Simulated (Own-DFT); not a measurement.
# Computed records: Al₃GaN₄ (wurtzite random alloy, strained, atoms displaced), AlGa₃N₄ (wurtzite random alloy, strained, atoms displaced)

All values are calculated (Own-DFT development build). A calculation, not a measurement: plane-wave density functional theory by an unreviewed code, no spin, of a simulated periodic cell, stress positive in tension, run twice, with PBE and with PBEsol, both on files made for PBE, so the change isn't that of files made for PBEsol, forces on such cells passed a denser k mesh, this cell's mesh not checked; the far tail of each file's local potential was reset to the Coulomb form; each entry is a single point on an unrelaxed cell, so the pressure reflects the starting lattice, mostly measured values (interpolated for alloys), from which strain is counted, and rises with the displacements; printed positions are rounded, which can move forces by about a meV/angstrom; the program, named Own-DFT, is a retired in-house code; no spin-orbit coupling; stress was not checked against mesh or cutoff.

Common to all runs: functional PBE, then PBEsol; potential files PseudoDojo norm-conserving, scalar-relativistic, standard set; wave cutoff 42 hartree; occupations Fermi-Dirac; smearing width 0.1 eV; k mesh 4 x 4 x 3 centred on Gamma.

(1) Al₃GaN₄ (wurtzite random alloy, strained, atoms displaced)

```
Al3GaN4
1.0
      9.3703     0.0000     0.0000
     -4.6851     8.1149     0.0000
      0.0000     0.0000    10.0655
Ga Al N Al N Al N Al Ga N Al N Al N Al N Ga Al N Ga Al N Al N Al N Al Ga N Ga Al N Al N Al Ga N Al Ga N Al N Al Ga N
1 1 2 2 2 2 2 1 1 2 2 2 2 2 2 2 1 1 2 1 1 2 2 2 2 2 1 1 2 1 1 2 2 2 1 1 2 1 1 2 2 2 1 1 2
Direct
  0.11828 0.22806 0.00454
  0.21534 0.10130 0.24085
  0.10363 0.22488 0.17719
  0.21637 0.10763 0.44269
  0.11426 0.22061 0.49955
  0.22976 0.12694 0.74854
  0.10632 0.22395 0.68397
  0.22679 0.11085 0.94223
  0.12297 0.55732 0.00577
  0.22609 0.44654 0.25290
  0.11063 0.55683 0.19096
  0.21976 0.44776 0.44124
  0.11391 0.55866 0.49895
  0.22888 0.44301 0.74714
  0.11551 0.54847 0.69439
  0.22874 0.44109 0.94814
  0.10475 0.88308 0.00526
  0.21941 0.77997 0.24179
  0.11527 0.89140 0.19453
  0.21759 0.77242 0.43852
  0.11168 0.89301 0.49828
  0.22097 0.77132 0.75438
  0.10655 0.89656 0.69480
  0.21668 0.77528 0.93343
  0.45619 0.24069 0.00755
  0.54509 0.11227 0.25248
  0.44744 0.21945 0.18636
  0.55006 0.10447 0.44189
  0.44592 0.22117 0.50043
  0.54460 0.10062 0.74709
  0.44046 0.22302 0.69342
  0.54803 0.10972 0.94407
  0.43492 0.55073 0.99848
  0.55355 0.43686 0.25220
  0.44954 0.55207 0.18660
  0.54840 0.45079 0.44434
  0.43982 0.55382 0.49560
  0.55710 0.44341 0.75091
  0.43102 0.54229 0.68559
  0.55402 0.43324 0.93743
  0.44136 0.88218 0.99862
  0.55492 0.77948 0.25232
  0.43954 0.87838 0.18870
  0.55748 0.77832 0.43734
  0.43738 0.88532 0.49844
  0.54950 0.77583 0.75300
  0.44115 0.89225 0.68801
  0.55441 0.78157 0.93873
  0.77927 0.21876 0.99856
  0.89829 0.12549 0.25651
  0.77895 0.22677 0.18788
  0.88694 0.10613 0.44350
  0.77965 0.22138 0.49381
  0.88101 0.10525 0.75270
  0.77911 0.22713 0.69238
  0.88630 0.10838 0.94689
  0.78484 0.54798 0.99988
  0.89713 0.45325 0.24725
  0.77550 0.55006 0.18523
  0.89426 0.44816 0.44225
  0.78581 0.55909 0.50123
  0.89346 0.44416 0.75745
  0.77895 0.55051 0.68888
  0.88990 0.44985 0.94618
  0.76564 0.88407 0.99622
  0.88852 0.76494 0.24631
  0.77712 0.88728 0.19013
  0.89071 0.77715 0.43949
  0.78319 0.88425 0.50035
  0.89981 0.78419 0.74854
  0.78369 0.89449 0.69088
  0.89701 0.77911 0.93472
```

It finds PBE pressure 7.71 GPa; PBE stress xx -8.15 GPa; PBE stress yy -7.72 GPa; PBE stress zz -7.27 GPa; PBE stress yz 0.39 GPa; PBE stress xz 0.93 GPa; PBE stress xy -0.15 GPa; PBEsol pressure 4.56 GPa; PBEsol stress xx -5.01 GPa; PBEsol stress yy -4.62 GPa; PBEsol stress zz -4.06 GPa; PBEsol stress yz 0.39 GPa; PBEsol stress xz 0.94 GPa; PBEsol stress xy -0.11 GPa; rms change of force components from PBE to PBEsol 0.074 eV/Å.

Force:
```tsv
force element	PBE force x (eV/Å)	PBE force y (eV/Å)	PBE force z (eV/Å)	PBEsol force x (eV/Å)	PBEsol force y (eV/Å)	PBEsol force z (eV/Å)
Ga	-0.164	-2.475	-3.284	-0.165	-2.404	-3.184
Al	-0.444	2.765	1.124	-0.443	2.8	1.117
N	1.509	0.245	5.97	1.522	0.257	5.668
N	0.26	0.346	-1.976	0.405	0.427	-1.929
Al	-1.198	0.475	0.174	-1.195	0.501	0.164
Al	-1.138	-1.995	1.064	-1.167	-1.978	1.065
N	0.32	-1.286	0.87	0.308	-1.113	0.928
N	0.362	0.022	0.199	0.251	0.095	0.251
Al	-1.488	-0.366	-1.14	-1.483	-0.381	-1.154
Al	-0.003	-0.072	-0.522	-0.009	-0.079	-0.538
N	2.198	1.076	-0.591	2.011	0.961	-0.505
N	0.494	-0.924	-0.797	0.488	-0.928	-0.776
Al	-0.284	-0.57	1.004	-0.284	-0.577	1.01
Ga	-2.243	-1.61	1.528	-2.201	-1.568	1.479
N	-1.065	2.103	-1.232	-1.033	1.902	-1.117
N	-3.416	0.799	-2.095	-3.189	0.703	-2.09
Al	0.721	1.456	-1.514	0.732	1.457	-1.495
Al	1.396	-0.731	1.64	1.382	-0.737	1.646
N	-0.858	-1.767	-1.165	-0.87	-1.777	-1.155
N	-0.278	1.15	-0.385	-0.287	1.148	-0.404
Al	0.322	-1.044	1.034	0.332	-1.058	1.034
Al	-1.108	0.664	-1.647	-1.112	0.652	-1.661
N	4.076	1.164	-2.044	3.866	1.048	-1.947
N	0.914	-0.307	2.373	0.894	-0.297	2.378
Al	-0.184	-4.623	-1.415	-0.201	-4.622	-1.388
Al	2.802	-1.108	-0.571	2.799	-1.112	-0.572
N	-1.849	0.43	1.645	-1.86	0.425	1.637
N	0.929	0.373	-0.839	0.779	0.462	-0.761
Ga	-0.799	0.571	0.55	-0.79	0.554	0.55
Al	0.449	2.619	1.331	0.463	2.638	1.327
N	1.224	0.147	-0.276	1.242	0.15	-0.436
N	0.133	-0.623	-0.755	0.251	-0.54	-0.704
Ga	3.719	1.473	0.697	3.628	1.417	0.689
Al	-0.214	1.046	0.183	-0.196	1.021	0.184
N	-0.729	0.093	1.74	-0.729	0.107	1.548
N	2.514	-0.548	-1.369	2.526	-0.694	-1.3
Al	-0.491	1.037	0.691	-0.518	1.046	0.701
Al	0.205	0.129	-0.525	0.191	0.153	-0.522
N	3.812	2.426	-0.611	3.587	2.421	-0.483
N	0.377	3.77	-0.629	0.264	3.854	-0.597
Al	-1.167	1.619	0.235	-1.174	1.602	0.231
Al	1.162	-0.37	-0.503	1.157	-0.381	-0.516
N	-0.625	1.169	-0.039	-0.616	1.172	-0.039
N	-0.411	-0.07	1.022	-0.402	-0.062	1.028
Al	0.809	-0.448	-0.054	0.809	-0.459	-0.054
Ga	0.838	-0.198	-1.758	0.81	-0.197	-1.697
N	-0.433	-1.409	-0.525	-0.296	-1.504	-0.474
N	-0.352	-0.881	0.511	-0.367	-1.045	0.357
Ga	-1.369	0.279	0.162	-1.326	0.289	0.177
Al	-1.077	-2.127	-1.192	-1.074	-2.121	-1.199
N	-0.403	-1.105	2.048	-0.409	-0.944	1.908
N	0.462	0.731	-0.545	0.47	0.714	-0.52
Al	-0.247	0.201	1.399	-0.26	0.214	1.392
Al	0.429	1.638	0.077	0.431	1.667	0.101
N	-0.449	-2.26	-0.867	-0.452	-2.061	-0.805
N	0.907	-0.901	-2.062	0.868	-0.714	-1.93
Al	-2.894	1.851	-0.396	-2.929	1.859	-0.403
Ga	-0.837	-1.793	0.845	-0.815	-1.757	0.812
N	-0.921	0.423	0.391	-0.765	0.318	0.443
N	-0.439	-0.575	0.073	-0.429	-0.571	-0.084
Al	-0.905	-0.585	0.292	-0.909	-0.592	0.272
Ga	-0.254	0.046	-0.562	-0.247	0.031	-0.547
N	-1.034	0.514	-0.289	-0.869	0.574	-0.172
N	3.025	-0.626	0.067	3.062	-0.798	-0.064
Al	2.564	0.637	1.283	2.579	0.62	1.267
Al	-1.815	1.665	0.444	-1.788	1.662	0.448
N	0.4	0.129	0.036	0.407	0.145	0.044
N	0.475	-0.38	-0.585	0.482	-0.372	-0.592
Al	-1.349	0.285	-0.047	-1.349	0.272	-0.047
Ga	-2.031	-1.78	0.348	-1.973	-1.73	0.363
N	-1.056	-0.991	-0.757	-1.021	-1.15	-0.657
N	-1.785	-1.015	2.513	-1.789	-1.014	2.302
```

(2) AlGa₃N₄ (wurtzite random alloy, strained, atoms displaced)

```
AlGa3N4
1.0
      9.6043     0.0000     0.0000
     -4.8022     8.3176     0.0000
      0.0000     0.0000    10.2685
Ga N Ga N Al Ga N Ga N Al Ga N Ga N Ga Al N Ga Al N Ga Al N Ga N Ga N Ga N Al Ga N Ga N Al Ga N Ga N Ga Al N Al Ga N
2 2 2 2 1 1 2 2 2 1 1 2 2 2 1 1 2 1 1 2 1 1 2 2 2 2 2 2 2 1 1 2 2 2 1 1 2 2 2 1 1 2 1 1 2
Direct
  0.10923 0.21909 0.99829
  0.21463 0.10206 0.24344
  0.10323 0.21208 0.18428
  0.21789 0.09988 0.43754
  0.10317 0.22855 0.49680
  0.22646 0.11027 0.74320
  0.11015 0.21598 0.69654
  0.22547 0.11489 0.93706
  0.10681 0.54234 0.99514
  0.21572 0.44207 0.24914
  0.10460 0.55080 0.19020
  0.22718 0.44126 0.43522
  0.11688 0.56166 0.49384
  0.22094 0.44521 0.74736
  0.10483 0.55294 0.69069
  0.22589 0.44246 0.94035
  0.12008 0.89741 0.99193
  0.22830 0.78068 0.25123
  0.11927 0.89320 0.19066
  0.21784 0.78065 0.43429
  0.11389 0.89053 0.49535
  0.22516 0.77346 0.75831
  0.11213 0.89474 0.69808
  0.22023 0.77692 0.94164
  0.43237 0.21834 0.99758
  0.56250 0.10427 0.25061
  0.44507 0.22469 0.18758
  0.55047 0.11132 0.44970
  0.43812 0.20793 0.49869
  0.54691 0.10747 0.75191
  0.44458 0.22260 0.69554
  0.54953 0.10829 0.93191
  0.44049 0.55993 0.99771
  0.55932 0.44294 0.24882
  0.44881 0.56359 0.18988
  0.55246 0.44092 0.43519
  0.45231 0.56236 0.49073
  0.55240 0.44278 0.75283
  0.44999 0.56380 0.69171
  0.55718 0.44454 0.92922
  0.44827 0.89801 0.99793
  0.55283 0.76836 0.25065
  0.43596 0.88574 0.18909
  0.54947 0.77760 0.44988
  0.44234 0.88193 0.50354
  0.55074 0.77169 0.75205
  0.44509 0.87511 0.68405
  0.55002 0.77524 0.94385
  0.78249 0.23329 0.99170
  0.88732 0.10184 0.26259
  0.77020 0.21112 0.19545
  0.88311 0.11367 0.44043
  0.76788 0.22099 0.50926
  0.88448 0.10848 0.76018
  0.77915 0.22998 0.68873
  0.89186 0.11073 0.93737
  0.77113 0.55019 0.00070
  0.88609 0.44147 0.25112
  0.77021 0.55208 0.19437
  0.89076 0.44936 0.44387
  0.77610 0.55434 0.50386
  0.89667 0.45542 0.75573
  0.79016 0.56733 0.69414
  0.89240 0.44852 0.94332
  0.78163 0.89923 0.00156
  0.88028 0.77008 0.25467
  0.78382 0.89287 0.19476
  0.88859 0.78079 0.45034
  0.77293 0.88970 0.50184
  0.89047 0.78519 0.75908
  0.77687 0.89059 0.68593
  0.88887 0.76243 0.93544
```

The calculation gives: PBE pressure 3.78 GPa; PBE stress xx -1.49 GPa; PBE stress yy -3.58 GPa; PBE stress zz -6.28 GPa; PBE stress yz -0.07 GPa; PBE stress xz 0.07 GPa; PBE stress xy -0.4 GPa; PBEsol pressure -0.97 GPa; PBEsol stress xx 3.2 GPa; PBEsol stress yy 1.19 GPa; PBEsol stress zz -1.5 GPa; PBEsol stress yz -0.07 GPa; PBEsol stress xz 0.09 GPa; PBEsol stress xy -0.38 GPa; rms change of force components from PBE to PBEsol 0.069 eV/Å.

Force:
```tsv
force element	PBE force x (eV/Å)	PBE force y (eV/Å)	PBE force z (eV/Å)	PBEsol force x (eV/Å)	PBEsol force y (eV/Å)	PBEsol force z (eV/Å)
Ga	0.55	0.311	0.004	0.554	0.301	-0.001
Ga	0.727	1.782	1.017	0.718	1.723	0.995
N	-0.104	0.933	0.913	-0.092	0.905	0.893
N	-0.924	2.129	-0.264	-0.883	2.062	-0.26
Ga	1.515	-1.373	1.296	1.473	-1.333	1.265
Ga	-0.717	0.472	0.723	-0.71	0.474	0.724
N	-0.903	1.031	-1.151	-0.884	1.016	-1.13
N	-1.237	-1.527	-0.127	-1.2	-1.328	-0.166
Al	0.161	1.9	1.279	0.18	1.903	1.26
Ga	0.735	-0.42	-0.807	0.706	-0.396	-0.766
N	0.358	0.321	-1.263	0.352	0.3	-1.104
N	-0.801	0.97	0.488	-0.797	0.946	0.465
Ga	-0.428	-0.702	0.733	-0.438	-0.687	0.718
Ga	0.618	-0.405	-0.189	0.612	-0.4	-0.168
N	1.569	0.745	-0.571	1.536	0.732	-0.542
N	-1.66	0.01	-0.107	-1.488	-0.057	-0.154
Al	-0.612	-1.477	1.048	-0.617	-1.453	1.039
Ga	-1.459	-0.861	-0.933	-1.421	-0.825	-0.899
N	-1.624	-2.514	-1.657	-1.495	-2.382	-1.532
N	1.418	-0.432	1.031	1.392	-0.428	1.005
Ga	-0.981	-0.829	1.765	-0.958	-0.807	1.712
Ga	-0.734	0.525	-1.398	-0.71	0.502	-1.358
N	1.078	-1.38	-1.122	1.05	-1.333	-1.096
N	0.109	-0.723	0.987	0.239	-0.662	0.854
Ga	1.786	1.337	0.62	1.719	1.297	0.598
Al	-2.238	0.149	0.454	-2.258	0.132	0.476
N	0.907	-0.136	0.585	0.786	-0.229	0.474
N	1.671	-1.503	-2.347	1.626	-1.458	-2.176
Ga	-1.862	1.972	0.569	-1.813	1.918	0.568
Al	1.015	0.054	-1.295	1.014	0.024	-1.324
N	1.069	-0.396	-1.096	0.899	-0.317	-1.119
N	1.208	1.481	0.498	1.083	1.37	0.631
Ga	1.391	-0.66	0.588	1.341	-0.639	0.568
Al	-1.331	-0.707	0.175	-1.353	-0.705	0.167
N	0.496	-2.765	-0.191	0.387	-2.623	-0.221
N	0.389	-0.124	-0.067	0.378	-0.098	0.086
Ga	0.07	-1.913	1.643	0.053	-1.864	1.615
Ga	0.631	0.888	-2.134	0.595	0.861	-2.055
N	-0.265	-2.179	-1.084	-0.259	-2.121	-1.048
N	0.077	0.203	3.417	-0.05	0.123	3.267
Ga	-0.253	-1.382	0.631	-0.255	-1.368	0.618
Ga	-0.469	2.361	0.396	-0.483	2.288	0.37
N	2.266	1.346	0.216	2.196	1.171	0.165
N	1.996	0.986	-2.097	1.824	0.876	-2.097
Ga	-1.5	0.876	-0.664	-1.458	0.835	-0.626
Ga	1.214	1.179	0.362	1.171	1.138	0.342
N	-1.72	2.155	1.937	-1.675	1.993	1.854
N	0.666	1.461	-0.396	0.646	1.424	-0.402
Al	-0.374	-1.87	1.286	-0.367	-1.886	1.284
Ga	-0.425	1.361	-2.017	-0.424	1.341	-1.976
N	0.514	0.82	-1.792	0.664	0.905	-1.708
N	-0.141	-1.026	1.747	-0.123	-0.873	1.643
Ga	0.773	0.92	-1.255	0.765	0.91	-1.214
Ga	0.034	0.207	-3.182	0.063	0.197	-3.098
N	-0.616	-0.99	2.515	-0.51	-0.915	2.408
N	-1.608	1.06	1.773	-1.463	0.962	1.679
Al	0.053	0.386	0.095	0.054	0.365	0.098
Ga	-0.212	-0.456	0.485	-0.19	-0.439	0.498
N	0.356	0.791	-1.274	0.497	0.713	-1.226
N	0.194	-0.749	-0.545	0.179	-0.73	-0.539
Ga	-0.136	0.276	0.367	-0.11	0.278	0.372
Ga	-1.289	-0.968	-0.96	-1.252	-0.935	-0.953
N	-1.087	-1.115	-0.265	-1.056	-1.093	-0.264
N	-0.29	-0.525	0.767	-0.304	-0.483	0.585
Ga	0.346	-2.133	0.403	0.322	-2.068	0.39
Al	1.114	0.856	0.084	1.139	0.854	0.097
N	0.056	-1.84	-0.267	-0.069	-1.712	-0.305
N	-1.225	0.018	-2.013	-1.071	-0.053	-1.898
Al	0.734	0.123	0.382	0.725	0.128	0.36
Ga	-0.048	-0.114	-2.337	-0.041	-0.128	-2.275
N	-0.303	0.109	0.494	-0.292	0.107	0.662
N	-0.29	1.691	3.093	-0.369	1.753	2.893
```

(3) AlGa₃N₄ (wurtzite random alloy, strained, atoms displaced)

```
AlGa3N4
1.0
      9.6043     0.0000     0.0000
     -4.8022     8.3176     0.0000
      0.0000     0.0000    10.2685
Ga N Ga N Ga N Ga N Ga N Ga Al N Ga N Al N Al Ga N Ga N Ga N Al N Ga N Ga N Al N Ga N Ga Al N Ga N
2 2 2 2 2 2 2 2 2 2 1 1 2 2 2 2 2 1 1 2 2 2 2 2 2 2 2 2 2 2 2 2 2 2 1 1 2 2 2
Direct
  0.12737 0.23741 0.99822
  0.23518 0.12374 0.25073
  0.11335 0.21923 0.19535
  0.22618 0.10960 0.43801
  0.11247 0.22539 0.50035
  0.22447 0.11184 0.75096
  0.11079 0.21611 0.69147
  0.22438 0.11151 0.93967
  0.11123 0.55532 0.00246
  0.21467 0.43904 0.24534
  0.10934 0.56094 0.18774
  0.22419 0.45176 0.43867
  0.10895 0.55880 0.50183
  0.21743 0.44316 0.75505
  0.11559 0.55740 0.69298
  0.22390 0.44212 0.93951
  0.10944 0.88907 0.99304
  0.22927 0.77495 0.25275
  0.10896 0.88538 0.18325
  0.22152 0.77462 0.44176
  0.11202 0.89136 0.50835
  0.22044 0.77590 0.75842
  0.11703 0.89403 0.69134
  0.23030 0.77629 0.94383
  0.43838 0.21571 0.00534
  0.55324 0.10977 0.26477
  0.44140 0.22639 0.19009
  0.56091 0.10622 0.43437
  0.45228 0.22556 0.50455
  0.56139 0.10786 0.74914
  0.45283 0.22264 0.69351
  0.56317 0.11276 0.94009
  0.43878 0.56245 0.00695
  0.55237 0.44830 0.24943
  0.45178 0.55624 0.18902
  0.55830 0.45044 0.43894
  0.43988 0.54433 0.50165
  0.55818 0.44902 0.74854
  0.44647 0.56438 0.68579
  0.55187 0.44322 0.93861
  0.44370 0.88423 0.99271
  0.56751 0.78128 0.24497
  0.44174 0.89086 0.19123
  0.53852 0.76698 0.43992
  0.43270 0.88233 0.50228
  0.54594 0.77264 0.75303
  0.43308 0.87670 0.68815
  0.55882 0.77714 0.93722
  0.76835 0.21690 0.99584
  0.89070 0.11621 0.25158
  0.75979 0.21429 0.19255
  0.89304 0.11758 0.44251
  0.77054 0.21794 0.49831
  0.88640 0.11311 0.75345
  0.77594 0.20951 0.68349
  0.88362 0.11812 0.93480
  0.77013 0.55221 0.99731
  0.88853 0.44985 0.24601
  0.76866 0.55183 0.18783
  0.90183 0.44581 0.43792
  0.77875 0.55446 0.50424
  0.89513 0.44486 0.75625
  0.79135 0.55948 0.68804
  0.88913 0.43604 0.94142
  0.78566 0.88652 0.00534
  0.88383 0.78535 0.24946
  0.77623 0.88985 0.17812
  0.89675 0.77542 0.44072
  0.77641 0.89420 0.50606
  0.89351 0.77723 0.75089
  0.77732 0.89275 0.69754
  0.88520 0.78107 0.93847
```

It finds PBE pressure 3.47 GPa; PBE stress xx -2.11 GPa; PBE stress yy -0.87 GPa; PBE stress zz -7.42 GPa; PBE stress yz 0.02 GPa; PBE stress xz -0.35 GPa; PBE stress xy -1.19 GPa; PBEsol pressure -1.28 GPa; PBEsol stress xx 2.63 GPa; PBEsol stress yy 3.83 GPa; PBEsol stress zz -2.62 GPa; PBEsol stress yz 0.03 GPa; PBEsol stress xz -0.37 GPa; PBEsol stress xy -1.16 GPa; rms change of force components from PBE to PBEsol 0.069 eV/Å.

Force:
```tsv
force element	PBE force x (eV/Å)	PBE force y (eV/Å)	PBE force z (eV/Å)	PBEsol force x (eV/Å)	PBEsol force y (eV/Å)	PBEsol force z (eV/Å)
Ga	-1.318	-3.232	0.807	-1.286	-3.147	0.781
Ga	-1.008	-2.759	0.323	-0.989	-2.681	0.318
N	-0.816	0.438	-1.369	-0.794	0.456	-1.342
N	0.687	1.059	1.181	0.565	0.978	1.105
Ga	0.507	0.189	0.012	0.478	0.176	0.02
Ga	0.398	0.544	-0.077	0.37	0.531	-0.066
N	-0.289	1.025	-0.063	-0.283	1.009	-0.064
N	-0.413	-0.036	-0.199	-0.396	-0.034	-0.2
Ga	-0.255	-0.195	-0.249	-0.239	-0.192	-0.233
Ga	0.398	1.299	1.124	0.397	1.267	1.121
N	-0.063	-1.641	0.387	0.077	-1.532	0.322
N	-0.093	-1.153	-0.242	-0.083	-1.138	-0.232
Ga	1.234	-0.106	0.371	1.2	-0.116	0.357
Ga	1.082	-0.227	-1.384	1.045	-0.232	-1.346
N	-0.652	0.633	0.467	-0.637	0.47	0.413
N	0.26	2.47	0.68	0.127	2.322	0.608
Ga	0.373	-0.237	1.447	0.365	-0.211	1.444
Ga	-1.597	0.844	-0.166	-1.553	0.821	-0.176
N	-0.707	0.23	0.983	-0.584	0.281	0.903
N	-0.203	1.076	0.238	-0.336	0.955	0.17
Ga	0.429	-0.129	-1.686	0.396	-0.136	-1.645
Al	0.213	0.083	-1.014	0.19	0.081	-1.008
N	0.731	-1.181	1.374	0.597	-1.086	1.286
N	-1.916	-0.448	-1.713	-1.858	-0.439	-1.533
Ga	1.182	0.778	-0.877	1.143	0.764	-0.853
Ga	-0.894	-0.422	-4.443	-0.836	-0.417	-4.347
N	1.62	0.243	0.277	1.558	0.233	0.268
N	-2.335	-0.561	4.631	-2.175	-0.468	4.426
Al	-0.514	-0.325	-0.488	-0.507	-0.312	-0.499
Al	-0.62	-0.291	0.202	-0.62	-0.303	0.21
N	0.374	-0.285	-1.127	0.243	-0.203	-1.013
N	-2.594	-1.315	-1.813	-2.522	-1.283	-1.634
Al	1.717	-0.424	-1.189	1.7	-0.429	-1.188
Ga	1.172	-0.74	0.298	1.139	-0.709	0.293
N	-2.267	0.399	-0.975	-2.191	0.383	-0.789
N	0.911	-1.974	0.613	0.878	-1.808	0.56
Ga	-0.749	1.422	-0.436	-0.733	1.41	-0.432
Ga	-0.001	0.034	0.353	-0.01	0.008	0.362
N	0.244	-1.001	1.328	0.25	-1.153	1.222
N	-0.257	0.735	0.669	-0.283	0.597	0.562
Ga	1.048	1.445	1.746	1.018	1.416	1.73
Ga	-2.399	-0.303	1.328	-2.351	-0.303	1.298
N	1.276	-0.084	-0.684	1.239	-0.093	-0.655
N	0.979	1.641	-0.118	1.079	1.535	-0.166
Al	1.25	-0.172	-0.279	1.256	-0.146	-0.285
Al	1.036	0.883	-0.637	1.034	0.902	-0.639
N	0.244	1.333	0.662	0.239	1.32	0.66
N	-0.301	-0.958	0.157	-0.304	-0.798	0.261
Ga	1.43	0.514	1.988	1.401	0.485	1.937
Ga	-0.736	-0.133	-0.267	-0.724	-0.134	-0.254
N	2.127	2.08	-0.341	2.08	1.92	-0.358
N	-0.086	-0.962	-0.623	-0.091	-0.943	-0.617
Ga	1.508	1.209	-0.062	1.506	1.172	-0.056
Ga	1.147	-0.582	-0.495	1.122	-0.571	-0.485
N	-1.74	1.391	0.844	-1.563	1.419	0.773
N	2.014	-0.623	1.786	1.952	-0.611	1.723
Al	0.332	-0.013	0.418	0.347	-0.015	0.4
Al	-0.369	-0.727	0.435	-0.368	-0.74	0.432
N	1.344	1.305	-0.424	1.179	1.227	-0.362
N	-2.427	-0.844	-1.073	-2.363	-0.819	-0.909
Ga	0.705	0.21	-1.316	0.69	0.234	-1.272
Ga	-0.175	-0.836	-1.067	-0.155	-0.808	-1.043
N	-0.846	-0.634	0.94	-0.833	-0.615	0.912
N	-1.318	1.813	0.476	-1.186	1.716	0.409
Ga	-1.82	1.591	-3.219	-1.791	1.558	-3.136
Al	2.033	-0.804	0.077	2.004	-0.806	0.083
N	1.276	0.561	3.571	1.116	0.602	3.425
N	-1.688	0.578	-0.906	-1.633	0.559	-0.74
Ga	-0.064	-1.001	-0.185	-0.046	-0.963	-0.157
Ga	-1.042	0.774	-0.391	-1.023	0.774	-0.381
N	-0.418	-1.425	-0.465	-0.305	-1.321	-0.506
N	1.71	-2.047	-0.128	1.675	-1.865	-0.171
```
